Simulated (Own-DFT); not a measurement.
Simulation results for AlGa3N4 (wurtzite random alloy, strained, atoms displaced)

All values are calculated (Own-DFT development build). A calculation, not a measurement: plane-wave PBE density functional theory by an unreviewed code, no spin, of a simulated periodic cell, stress positive in tension, free energy of the whole cell less one offset for each atom, forces on such cells passed a denser k mesh, this cell's mesh not checked; offsets are fitted by least squares, one for each functional and potential file, so energies compare only between cells with the same atoms and settings and are not formation energies; the far tail of each file's local potential was reset to the Coulomb form; each entry is a single point on an unrelaxed cell, so the pressure reflects the starting lattice, mostly measured values, from which strain is counted, and rises with the displacements; printed positions are rounded, which can move forces by about a meV/angstrom; the program is a retired in-house code; no spin-orbit coupling.

Settings shared by all entries: functional PBE; potential files PseudoDojo norm-conserving, scalar-relativistic, standard set with the stringent files for Ga; wave cutoff 96 hartree; occupations Gaussian; smearing width 0.01 eV; k mesh 4 x 4 x 3 centred on Gamma.

(1) AlGa3N4 (wurtzite random alloy, strained, atoms displaced)

```cif
# cell vector a (Å): 9.2715 0.0000 0.0000
# cell vector b (Å): -4.6358 8.0294 0.0000
# cell vector c (Å): 0.0000 0.0000 10.2685
data_AlGa3N4
_symmetry_space_group_name_H-M 'P 1'
_symmetry_Int_Tables_number 1
_cell_length_a 9.2715
_cell_length_b 9.2716
_cell_length_c 10.2685
_cell_angle_alpha 90.000
_cell_angle_beta 90.000
_cell_angle_gamma 120.000
_cell_volume 764.43
loop_
_atom_site_label
_atom_site_type_symbol
_atom_site_fract_x
_atom_site_fract_y
_atom_site_fract_z
_atom_site_occupancy
Ga1 Ga 0.11321 0.23108 0.99865 1
Ga2 Ga 0.22650 0.11890 0.25348 1
N1 N 0.11122 0.22555 0.19172 1
N2 N 0.22515 0.10681 0.43292 1
Al1 Al 0.11182 0.22614 0.49767 1
Ga3 Ga 0.23100 0.10800 0.75517 1
N3 N 0.12066 0.22461 0.68694 1
N4 N 0.22629 0.10962 0.93299 1
Ga4 Ga 0.10880 0.56263 0.99829 1
Ga5 Ga 0.22847 0.45406 0.25271 1
N5 N 0.11126 0.56316 0.19001 1
N6 N 0.21633 0.43663 0.43519 1
Ga6 Ga 0.11834 0.56012 0.50159 1
Ga7 Ga 0.21998 0.44394 0.75188 1
N7 N 0.10759 0.55207 0.69402 1
N8 N 0.22147 0.44516 0.94115 1
Al2 Al 0.10399 0.88733 0.01048 1
Ga8 Ga 0.22398 0.77114 0.25023 1
N9 N 0.11158 0.89029 0.19286 1
N10 N 0.22842 0.77612 0.44819 1
Ga9 Ga 0.10402 0.87582 0.50614 1
Ga10 Ga 0.22953 0.77856 0.74879 1
N11 N 0.11502 0.89788 0.69029 1
N12 N 0.23517 0.79113 0.94101 1
Al3 Al 0.44726 0.22007 0.00624 1
Ga11 Ga 0.55001 0.10668 0.25944 1
N13 N 0.44695 0.22142 0.19345 1
N14 N 0.55229 0.11306 0.43765 1
Ga12 Ga 0.44453 0.21987 0.50494 1
Al4 Al 0.55095 0.10816 0.75876 1
N15 N 0.44947 0.22647 0.68147 1
N16 N 0.54936 0.11758 0.93564 1
Ga13 Ga 0.43060 0.55185 0.00710 1
Al5 Al 0.55147 0.44621 0.25696 1
N17 N 0.44495 0.55916 0.19049 1
N18 N 0.55601 0.44747 0.43557 1
Al6 Al 0.44229 0.56273 0.49453 1
Ga14 Ga 0.55650 0.44098 0.75850 1
N19 N 0.45270 0.56110 0.68665 1
N20 N 0.56366 0.45713 0.94154 1
Ga15 Ga 0.44201 0.87609 0.99375 1
Ga16 Ga 0.55436 0.78473 0.25156 1
N21 N 0.43448 0.88711 0.17801 1
N22 N 0.54385 0.77990 0.43699 1
Ga17 Ga 0.44724 0.88890 0.51390 1
Ga18 Ga 0.55847 0.77941 0.75153 1
N23 N 0.45071 0.88990 0.67715 1
N24 N 0.55058 0.77878 0.94157 1
Ga19 Ga 0.77783 0.22452 0.00041 1
Ga20 Ga 0.88888 0.10138 0.24683 1
N25 N 0.78505 0.23388 0.18346 1
N26 N 0.89162 0.11438 0.44323 1
Ga21 Ga 0.77679 0.21766 0.49623 1
Ga22 Ga 0.89197 0.11098 0.75894 1
N27 N 0.78101 0.22967 0.69170 1
N28 N 0.88841 0.11164 0.94527 1
Al7 Al 0.77931 0.55541 0.99832 1
Ga23 Ga 0.88222 0.44491 0.24632 1
N29 N 0.78422 0.56139 0.19650 1
N30 N 0.89019 0.44860 0.43616 1
Ga24 Ga 0.77622 0.54980 0.50558 1
Ga25 Ga 0.88382 0.44119 0.75142 1
N31 N 0.77970 0.55926 0.69218 1
N32 N 0.89133 0.44567 0.93464 1
Ga26 Ga 0.78055 0.88023 0.00064 1
Ga27 Ga 0.88533 0.77409 0.24915 1
N33 N 0.77647 0.88327 0.18148 1
N34 N 0.88378 0.77996 0.43246 1
Al8 Al 0.77930 0.88441 0.50836 1
Al9 Al 0.88047 0.76587 0.75900 1
N35 N 0.77855 0.89399 0.68490 1
N36 N 0.89392 0.78201 0.93478 1
```

```
free energy of cell above offsets : -5.965 eV
pressure                          : 18.41 GPa
stress xx                         : -19.45 GPa
stress yy                         : -20.11 GPa
stress zz                         : -15.66 GPa
stress yz                         : -2.1 GPa
stress xz                         : 0.31 GPa
stress xy                         : 0.4 GPa
```

Force:
```
element  x (eV/Å)  y (eV/Å)  z (eV/Å)
     Ga     0.962    -1.986     1.078
     Ga    -0.123    -0.998    -0.412
      N     0.329     0.504    -1.027
      N    -1.475     0.255     2.128
     Al     1.125    -1.583     0.739
     Ga    -1.004     1.425    -1.123
      N    -0.702    -0.471    -0.521
      N    -0.091     0.149     3.164
     Ga      0.71     0.201     0.638
     Ga    -1.357    -1.233    -0.311
      N     0.273    -2.176    -1.187
      N     1.076     1.311      1.03
     Ga    -0.857    -1.802      0.53
     Ga     1.234     0.041    -0.304
      N      0.15      0.83    -0.813
      N    -1.251     0.786    -0.975
     Al     1.709     1.214    -0.995
     Ga    -1.331     2.172     1.654
      N     -0.01    -0.021    -1.099
      N    -0.691     0.749    -1.676
     Ga    -0.322     1.575    -0.973
     Ga    -1.168     0.199     0.417
      N    -0.614    -3.147     0.317
      N     -3.84    -1.657    -1.259
     Al    -1.362     0.823     0.218
     Ga      0.87     0.138    -1.954
      N     -0.22      1.87    -1.522
      N     1.066    -0.814     0.941
     Ga    -1.097     0.719    -1.606
     Al     0.691     0.883    -2.064
      N     1.161    -0.851     2.559
      N     1.285    -0.779     0.032
     Ga     2.237     0.875    -0.338
     Al     1.097    -0.115    -1.026
      N     1.202    -0.223     0.351
      N    -1.153     0.321     0.512
     Al     0.793    -1.357     0.926
     Ga     -0.78      0.42    -1.008
      N    -0.721    -0.751    -0.907
      N    -0.212     -1.68     1.146
     Ga    -0.732     3.905     1.999
     Ga     -0.07     0.142    -0.293
      N     1.726     0.837     1.212
      N     2.942    -0.242     0.155
     Ga    -0.836     1.203    -5.558
     Ga     0.107    -0.236     0.242
      N    -0.397     1.248     7.116
      N     3.196    -1.343    -1.496
     Ga     -0.63    -0.462    -0.004
     Ga    -0.967     1.485     0.868
      N    -0.202    -2.839     0.773
      N     0.913    -1.972    -0.778
     Ga    -0.485     1.212       1.1
     Ga     0.151     0.866    -1.217
      N     -0.73    -2.827    -0.353
      N     0.113    -0.701    -0.602
     Al     0.231     0.304     1.185
     Ga     1.694      0.36      1.64
      N    -2.803    -1.717    -3.151
      N     0.645    -0.503     0.346
     Ga    -0.583     0.847    -0.729
     Ga     0.423     0.899    -0.122
      N    -0.194    -0.036    -0.166
      N    -1.324     0.711     1.018
     Ga    -1.842     1.073     -0.33
     Ga     0.619     1.474      0.91
      N    -0.723      0.08     0.919
      N    -0.072    -0.378     1.773
     Al    -0.859     0.852     -1.78
     Al     0.537     2.738    -1.941
      N     1.429    -1.143     1.258
      N     1.137    -1.653     0.725
```

(2) AlGa3N4 (wurtzite random alloy, strained, atoms displaced)

```cif
# cell vector a (Å): 9.2715 0.0000 0.0000
# cell vector b (Å): -4.6358 8.0294 0.0000
# cell vector c (Å): 0.0000 0.0000 10.2685
data_AlGa3N4
_symmetry_space_group_name_H-M 'P 1'
_symmetry_Int_Tables_number 1
_cell_length_a 9.2715
_cell_length_b 9.2716
_cell_length_c 10.2685
_cell_angle_alpha 90.000
_cell_angle_beta 90.000
_cell_angle_gamma 120.000
_cell_volume 764.43
loop_
_atom_site_label
_atom_site_type_symbol
_atom_site_fract_x
_atom_site_fract_y
_atom_site_fract_z
_atom_site_occupancy
Al1 Al 0.11414 0.22124 0.00425 1
Al2 Al 0.21951 0.10442 0.24749 1
N1 N 0.10179 0.22334 0.19072 1
N2 N 0.22024 0.10967 0.43970 1
Ga1 Ga 0.11110 0.21679 0.50074 1
Ga2 Ga 0.22731 0.10657 0.75372 1
N3 N 0.10576 0.21472 0.69218 1
N4 N 0.21553 0.11279 0.94100 1
Al3 Al 0.11461 0.55149 0.99714 1
Ga3 Ga 0.22304 0.45041 0.24352 1
N5 N 0.10479 0.54678 0.18306 1
N6 N 0.22740 0.44855 0.44100 1
Ga4 Ga 0.11352 0.55164 0.50412 1
Ga5 Ga 0.22637 0.44256 0.75245 1
N7 N 0.10250 0.55868 0.69677 1
N8 N 0.22202 0.44138 0.94194 1
Ga6 Ga 0.12377 0.88781 0.99663 1
Ga7 Ga 0.21402 0.77817 0.25068 1
N9 N 0.10930 0.87831 0.18822 1
N10 N 0.22155 0.76509 0.43827 1
Al4 Al 0.10678 0.88891 0.49546 1
Ga8 Ga 0.22646 0.79084 0.75700 1
N11 N 0.11020 0.88734 0.68600 1
N12 N 0.21602 0.77226 0.93891 1
Ga9 Ga 0.44756 0.22428 0.99857 1
Ga10 Ga 0.55989 0.10663 0.24403 1
N13 N 0.44398 0.22903 0.19491 1
N14 N 0.55892 0.11960 0.44163 1
Al5 Al 0.44198 0.22917 0.50014 1
Ga11 Ga 0.55541 0.11920 0.75237 1
N15 N 0.45213 0.21827 0.68746 1
N16 N 0.55163 0.10073 0.94840 1
Ga12 Ga 0.44134 0.56469 0.99298 1
Ga13 Ga 0.56771 0.44895 0.25059 1
N17 N 0.45219 0.55606 0.18184 1
N18 N 0.54863 0.43207 0.43915 1
Al6 Al 0.44557 0.55754 0.50455 1
Ga14 Ga 0.55550 0.44210 0.75320 1
N19 N 0.43653 0.54347 0.68923 1
N20 N 0.56197 0.43676 0.94393 1
Ga15 Ga 0.43782 0.88523 0.00304 1
Ga16 Ga 0.54890 0.77848 0.25193 1
N21 N 0.43072 0.88327 0.19615 1
N22 N 0.55987 0.78303 0.44062 1
Ga17 Ga 0.43795 0.88613 0.50152 1
Al7 Al 0.55450 0.77714 0.74945 1
N23 N 0.44840 0.90242 0.68463 1
N24 N 0.56458 0.78317 0.94556 1
Ga18 Ga 0.77546 0.21268 0.00449 1
Al8 Al 0.89254 0.11376 0.25078 1
N25 N 0.78507 0.24302 0.19784 1
N26 N 0.88520 0.10675 0.43013 1
Ga19 Ga 0.77949 0.22820 0.49673 1
Ga20 Ga 0.88506 0.10473 0.74964 1
N27 N 0.77558 0.22819 0.69143 1
N28 N 0.88992 0.11668 0.93972 1
Ga21 Ga 0.78441 0.55568 0.99909 1
Ga22 Ga 0.88987 0.43747 0.25294 1
N29 N 0.77585 0.55647 0.18599 1
N30 N 0.89014 0.44327 0.44754 1
Ga23 Ga 0.78135 0.56068 0.50450 1
Ga24 Ga 0.89208 0.45211 0.75355 1
N31 N 0.78271 0.55733 0.68274 1
N32 N 0.88474 0.43971 0.93606 1
Ga25 Ga 0.76897 0.88339 0.00151 1
Al9 Al 0.88615 0.78154 0.25583 1
N33 N 0.79131 0.89680 0.18808 1
N34 N 0.88989 0.78034 0.43714 1
Ga26 Ga 0.77146 0.88359 0.50423 1
Ga27 Ga 0.88956 0.78768 0.76198 1
N35 N 0.78162 0.89504 0.69478 1
N36 N 0.89429 0.77632 0.95116 1
```

```
free energy of cell above offsets : -5.381 eV
pressure                          : 18.67 GPa
stress xx                         : -22.14 GPa
stress yy                         : -23.47 GPa
stress zz                         : -10.4 GPa
stress yz                         : 0.32 GPa
stress xz                         : -0.07 GPa
stress xy                         : -1.02 GPa
```

Force:
```
element  x (eV/Å)  y (eV/Å)  z (eV/Å)
     Al    -1.592     0.033     0.376
     Al    -0.335     0.993     0.395
      N     2.357    -0.704    -0.994
      N     1.312    -0.943    -1.059
     Ga     -1.29     0.797     0.142
     Ga    -0.916     0.788    -0.609
      N     0.993      0.69    -0.546
      N     1.302    -0.224    -0.122
     Al    -1.835    -0.706     0.326
     Ga     1.534    -0.526     1.372
      N    -0.001     1.842    -1.094
      N     0.979     -0.55    -0.417
     Ga    -0.613    -0.335     1.172
     Ga    -2.842    -0.926     0.124
      N      3.48     1.091    -0.888
      N    -0.566    -0.438     -0.35
     Ga     -2.88     1.009     1.962
     Ga     1.103    -2.553      1.42
      N    -2.791     2.377    -0.126
      N    -2.244     1.968    -0.135
     Al     1.385    -0.398      0.84
     Ga     0.703    -1.623    -1.648
      N    -0.768      0.31    -0.775
      N     2.204    -1.337     0.031
     Ga    -0.524    -1.154     1.969
     Ga    -1.523     1.423     1.932
      N    -0.198    -2.172    -1.112
      N    -1.385    -1.166      -0.8
     Al     1.166     -2.57      0.22
     Ga      2.83     -0.94     1.148
      N    -3.397     1.549    -1.222
      N    -0.508     1.009    -1.246
     Ga     2.295    -1.943     1.588
     Ga    -1.702    -0.579     0.685
      N    -1.081     0.517      0.46
      N    -0.678     3.447     0.416
     Al     0.395    -0.589    -1.146
     Ga     1.221     0.029     0.143
      N     1.122     3.095    -0.602
      N    -1.783     2.174    -1.772
     Ga     0.455    -0.736     0.908
     Ga     1.634    -0.308    -0.046
      N     1.658     0.473    -1.726
      N    -0.908    -2.166     0.183
     Ga      0.38     1.665    -0.527
     Al    -0.528     0.471     0.033
      N     1.307    -2.464     1.654
      N    -3.187     -0.85    -3.502
     Ga    -0.604      1.95     0.447
     Al    -1.238    -0.064     0.003
      N     1.117    -7.712    -2.861
      N     0.241     0.249     1.013
     Ga     0.297    -1.835     1.527
     Ga    -1.257     3.228     1.117
      N     1.221    -0.572    -0.454
      N     1.945    -1.093     0.087
     Ga    -0.164    -0.602     1.244
     Ga    -1.075     5.918     2.323
      N     1.973     1.865     0.885
      N    -0.057     1.723    -1.774
     Ga    -0.256    -1.049    -1.176
     Ga     -0.86    -1.629     0.128
      N    -1.752     1.166      2.15
      N     1.736     0.155     1.153
     Ga     3.654     2.338     1.462
     Al      0.83    -1.106    -1.345
      N    -1.741    -0.069     0.614
      N      0.26      0.14    -0.306
     Ga     1.027     1.628    -0.014
     Ga     1.261    -1.558    -0.487
      N    -1.578    -3.066    -1.014
      N    -0.717     1.146    -1.756
```

(3) AlGa3N4 (wurtzite random alloy, strained, atoms displaced)

```cif
# cell vector a (Å): 9.2715 0.0000 0.0000
# cell vector b (Å): -4.6358 8.0294 0.0000
# cell vector c (Å): 0.0000 0.0000 10.2685
data_AlGa3N4
_symmetry_space_group_name_H-M 'P 1'
_symmetry_Int_Tables_number 1
_cell_length_a 9.2715
_cell_length_b 9.2716
_cell_length_c 10.2685
_cell_angle_alpha 90.000
_cell_angle_beta 90.000
_cell_angle_gamma 120.000
_cell_volume 764.43
loop_
_atom_site_label
_atom_site_type_symbol
_atom_site_fract_x
_atom_site_fract_y
_atom_site_fract_z
_atom_site_occupancy
Ga1 Ga 0.10932 0.22217 0.99822 1
Al1 Al 0.22866 0.10986 0.26074 1
N1 N 0.12608 0.22726 0.18107 1
N2 N 0.21635 0.11143 0.43520 1
Ga2 Ga 0.11388 0.22066 0.49124 1
Ga3 Ga 0.21331 0.10738 0.74874 1
N3 N 0.11656 0.21992 0.69764 1
N4 N 0.22850 0.10773 0.93502 1
Ga4 Ga 0.10984 0.56195 0.99597 1
Ga5 Ga 0.21536 0.44754 0.25056 1
N5 N 0.10729 0.54944 0.19264 1
N6 N 0.23344 0.45007 0.44377 1
Ga6 Ga 0.11507 0.55694 0.50036 1
Ga7 Ga 0.21045 0.43972 0.74921 1
N7 N 0.10445 0.55181 0.69442 1
N8 N 0.22427 0.44413 0.93891 1
Al2 Al 0.10306 0.88305 0.99671 1
Ga8 Ga 0.21607 0.78813 0.24750 1
N9 N 0.09918 0.88619 0.18626 1
N10 N 0.22457 0.78154 0.44559 1
Ga9 Ga 0.11751 0.89729 0.50377 1
Ga10 Ga 0.21058 0.77814 0.75227 1
N11 N 0.11777 0.88781 0.69708 1
N12 N 0.22144 0.77706 0.94534 1
Al3 Al 0.45025 0.22088 0.99955 1
Al4 Al 0.55071 0.10719 0.25691 1
N13 N 0.44862 0.22185 0.19104 1
N14 N 0.56115 0.11716 0.43982 1
Al5 Al 0.45943 0.22664 0.49238 1
Ga11 Ga 0.54256 0.09531 0.74308 1
N15 N 0.44171 0.22056 0.68308 1
N16 N 0.56603 0.10549 0.94731 1
Ga12 Ga 0.44218 0.54574 0.99843 1
Ga13 Ga 0.55552 0.43420 0.25050 1
N17 N 0.43091 0.55063 0.17647 1
N18 N 0.55843 0.44133 0.44200 1
Ga14 Ga 0.43798 0.54669 0.49940 1
Al6 Al 0.56727 0.45186 0.75814 1
N19 N 0.44227 0.55582 0.69370 1
N20 N 0.54875 0.44256 0.94607 1
Al7 Al 0.44527 0.88069 0.99720 1
Ga15 Ga 0.54343 0.76692 0.25195 1
N21 N 0.44235 0.88401 0.19058 1
N22 N 0.54557 0.76669 0.42551 1
Ga16 Ga 0.44172 0.88234 0.50768 1
Ga17 Ga 0.56317 0.78800 0.74498 1
N23 N 0.44049 0.88675 0.69123 1
N24 N 0.56021 0.77785 0.93389 1
Ga18 Ga 0.77437 0.22969 0.99683 1
Ga19 Ga 0.89455 0.11379 0.25368 1
N25 N 0.77951 0.22916 0.19822 1
N26 N 0.88577 0.11003 0.43950 1
Ga20 Ga 0.77280 0.22223 0.49903 1
Ga21 Ga 0.88443 0.10891 0.75185 1
N27 N 0.76893 0.21905 0.69511 1
N28 N 0.88316 0.10119 0.93860 1
Ga22 Ga 0.78291 0.55654 0.99837 1
Ga23 Ga 0.88583 0.44097 0.25250 1
N29 N 0.77480 0.55071 0.18617 1
N30 N 0.88670 0.44656 0.43860 1
Ga24 Ga 0.77342 0.54485 0.50466 1
Al8 Al 0.87717 0.43768 0.74124 1
N31 N 0.77595 0.54690 0.68928 1
N32 N 0.88220 0.44595 0.93957 1
Ga25 Ga 0.77650 0.88946 0.99645 1
Al9 Al 0.89356 0.77109 0.25195 1
N33 N 0.79081 0.89530 0.18399 1
N34 N 0.88904 0.77758 0.43620 1
Ga26 Ga 0.77673 0.88079 0.49938 1
Ga27 Ga 0.89677 0.77620 0.75411 1
N35 N 0.77973 0.88692 0.68526 1
N36 N 0.89172 0.77742 0.94327 1
```

```
free energy of cell above offsets : -5.179 eV
pressure                          : 19.09 GPa
stress xx                         : -23.56 GPa
stress yy                         : -22.87 GPa
stress zz                         : -10.84 GPa
stress yz                         : -0.32 GPa
stress xz                         : -0.72 GPa
stress xy                         : 1.15 GPa
```

Force:
```
element  x (eV/Å)  y (eV/Å)  z (eV/Å)
     Ga     0.657    -0.581     -0.15
     Al      -1.3     0.205    -3.378
      N    -0.225    -1.101     2.297
      N     3.218     0.327     0.219
     Ga    -1.775      0.85     2.273
     Ga     2.771     0.862     1.342
      N    -2.956     0.167    -2.719
      N     0.077    -0.506     1.181
     Ga     0.906     -2.33     1.324
     Ga     1.943    -1.044     0.111
      N     -1.69     2.183    -1.007
      N     -3.27    -1.991     -1.71
     Ga    -0.665    -0.257     0.571
     Ga     1.885     0.718      1.11
      N    -1.508      0.08    -1.005
      N    -1.724     0.053    -0.797
     Al     1.362     1.965     1.164
     Ga     1.749    -1.727     0.562
      N     0.889     1.726    -0.526
      N    -0.584    -0.021    -1.148
     Ga    -0.685    -1.416     0.356
     Ga     3.823    -2.143     1.653
      N    -2.964     0.982    -2.651
      N    -0.079      1.96    -0.904
     Al    -0.363     -0.96     0.212
     Al     1.498    -0.177    -1.384
      N    -0.344    -2.556    -0.539
      N    -1.167    -2.135     -1.01
     Al    -2.542    -0.664     2.196
     Ga    -0.557     3.509      2.26
      N     0.356     1.045    -0.316
      N    -4.002    -1.383    -1.558
     Ga    -1.671      2.14    -0.207
     Ga    -1.405     2.379    -0.033
      N     1.786    -0.029     2.493
      N    -0.809    -0.311    -1.108
     Ga      2.82     1.742     2.118
     Al    -2.522    -1.639    -0.505
      N     1.173    -0.216    -0.535
      N     3.264    -1.574    -2.225
     Al     0.141     0.578     1.139
     Ga     1.776     0.659    -2.766
      N    -0.949     1.586    -1.052
      N      0.58     0.947     3.852
     Ga      0.82     0.548    -1.371
     Ga    -0.218    -2.252     1.308
      N    -0.452     -2.27    -0.791
      N    -1.343    -0.571     0.031
     Ga     2.863    -0.586     2.116
     Ga     0.097    -0.104    -1.323
      N    -0.584    -2.807    -1.271
      N     0.258     0.026     0.503
     Ga     1.945      0.41     1.067
     Ga     0.605     0.388     0.027
      N     0.662     0.204    -1.264
      N    -0.161     2.677    -0.623
     Ga    -2.156     0.076     1.414
     Ga    -0.064     1.336     0.115
      N     0.095     1.367      0.51
      N     1.533    -0.271     0.425
     Ga    -0.242     2.238    -0.275
     Al     1.792    -0.074     2.005
      N    -0.698     1.236     0.471
      N     1.836    -0.034    -2.634
     Ga     0.174    -0.953     1.853
     Al    -2.622     0.063    -0.289
      N    -0.507    -1.766     1.124
      N     1.198    -0.854    -0.051
     Ga    -1.126     0.388    -0.669
     Ga     -1.49     -0.37    -0.007
      N     1.047       0.1    -0.113
      N    -0.179    -0.045    -1.489
```
